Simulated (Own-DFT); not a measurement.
# Response to strain: grey tin, 64 atoms (Sn64)

Everything here is calculated. The program is Own-DFT (plane waves, in-house, since retired, never reviewed by a person); positions were held fixed, and spin and spin-orbit coupling were off.

Method: PBE; PseudoDojo norm-conserving scalar-relativistic files; cutoff 42 hartree; 3 x 3 x 3 k mesh centred on Gamma; cold (Marzari-Vanderbilt) smearing of 0.2 eV.

Keep in mind: forces on such cells moved up to 12 meV/angstrom on a denser k mesh; stress not checked against mesh or cutoff.

Unstrained cell vectors in Å: (12.978, 0.000, 0.000); (0.000, 12.978, 0.000); (0.000, 0.000, 12.978). The unstrained cell has measured lattice constants (interpolated for alloys), not those of this functional. That, the random moves and any unrelaxed bonds set the pressure at no strain. A uniform strain is put on this cell, atoms riding along. Random moves of width 0.05 Å per axis were added to every atom. Strains are tensor components in per cent; tension counts as positive stress, and P is minus the mean normal stress.

```
run,e_xx (%),e_yy (%),e_zz (%),e_yz (%),e_xz (%),e_xy (%),s_xx (GPa),s_yy (GPa),s_zz (GPa),s_yz (GPa),s_xz (GPa),s_xy (GPa),P (GPa),E (meV/atom)
1,-0.60,1.84,0.56,0.60,-0.45,0.62,-3.09,-2.35,-2.75,0.79,-0.37,0.57,2.73,0.0
2,-0.76,1.64,-1.86,1.95,-0.13,-1.82,-4.60,-3.87,-4.85,2.16,0.49,-2.04,4.44,47.4
3,-0.34,0.13,-0.91,0.09,1.83,-1.26,-4.43,-4.27,-4.57,0.59,2.42,-1.61,4.42,37.8
4,1.28,0.25,-0.94,-1.92,-0.19,0.69,-3.10,-3.46,-3.80,-2.21,-0.20,1.22,3.45,18.1
5,-1.85,1.08,-0.79,0.52,-1.54,-0.77,-4.85,-4.04,-4.58,0.88,-1.75,-0.30,4.49,27.7
6,-1.63,0.42,1.17,-0.63,-1.51,-1.94,-4.26,-3.69,-3.48,-0.98,-1.88,-1.92,3.81,26.3
7,-0.78,1.31,-0.37,-1.47,-1.77,-1.36,-4.11,-3.56,-3.95,-1.58,-2.08,-2.29,3.87,38.1
8,-0.30,0.22,-1.70,0.81,0.99,-1.74,-4.61,-4.45,-5.03,1.27,1.14,-2.03,4.70,35.1
9,0.95,0.59,-1.71,-1.38,-0.79,1.35,-3.58,-3.78,-4.36,-1.53,-0.63,1.20,3.91,31.0
10,1.07,-1.64,0.91,-0.19,0.45,1.70,-3.23,-3.98,-3.27,-0.23,0.33,1.97,3.49,14.1
11,0.86,-1.88,1.99,-0.71,-0.75,-1.19,-3.02,-3.73,-2.69,-0.80,-0.32,-0.98,3.15,10.1
12,-1.45,0.14,0.36,1.70,0.02,1.00,-4.57,-4.15,-3.97,1.51,-0.07,1.23,4.23,29.5
13,-0.80,0.01,-0.34,-0.32,1.02,0.43,-4.38,-4.17,-4.22,-0.36,1.34,0.39,4.26,23.5
14,-0.92,-1.91,-0.76,0.23,1.97,-0.33,-5.71,-5.90,-5.66,0.30,2.66,0.00,5.76,52.4
15,-0.78,-0.33,-1.13,-0.29,1.87,-1.16,-4.92,-4.84,-5.08,0.25,1.89,-1.52,4.95,40.1
16,-1.55,0.52,-1.54,-1.18,0.78,-1.45,-5.37,-4.82,-5.40,-1.62,0.75,-1.56,5.20,48.6
17,0.54,0.76,-0.57,1.97,1.54,-1.67,?,?,?,?,?,?,?,?
```

E is the free energy for each atom above the lowest run shown.

## Analysis

Regress every stress component on the fractional strains (shears doubled) of the visible runs, with a constant. Shear strains stay in the fit of a normal stress only where such slopes are resolved. The slopes, in GPa:

| stress | at no strain | per e_xx | per e_yy | per e_zz | scatter |
|---|---|---|---|---|---|
| s_xx | -3.8 | 73 ± 3 | 43 ± 3 | 47 ± 2 | 0.10 |
| s_yy | -3.8 | 44 ± 3 | 70 ± 2 | 47 ± 2 | 0.09 |
| s_zz | -3.7 | 44 ± 2 | 44 ± 2 | 76 ± 2 | 0.08 |

The slope of each shear stress on twice its own strain, from a fit on all six strains: yz 57 ± 4, xz 55 ± 5, xy 57 ± 4 GPa. These are stiffnesses along x, y and z of the frame in which the cell vectors are given, which need not be the crystal's axes. The atoms are held to the strained lattice; where symmetry lets them move under strain, relaxing them would lower some slopes. Slopes across the diagonal should nearly agree, so their difference gauges the noise. A ninth of the table's sum, 54 ± 2 GPa, estimates the bulk modulus near the mean pressure of these runs, 4.2 GPa, so it lies above the value at zero pressure.

## The run left out

Asked: what normal stresses and pressure should run 17 give?

The fitted form gives s_xx = -3.3, s_yy = -3.3, s_zz = -3.6 and P = 3.4 GPa. Computed: -3.28, -3.30, -3.66 and P = 3.41 GPa.
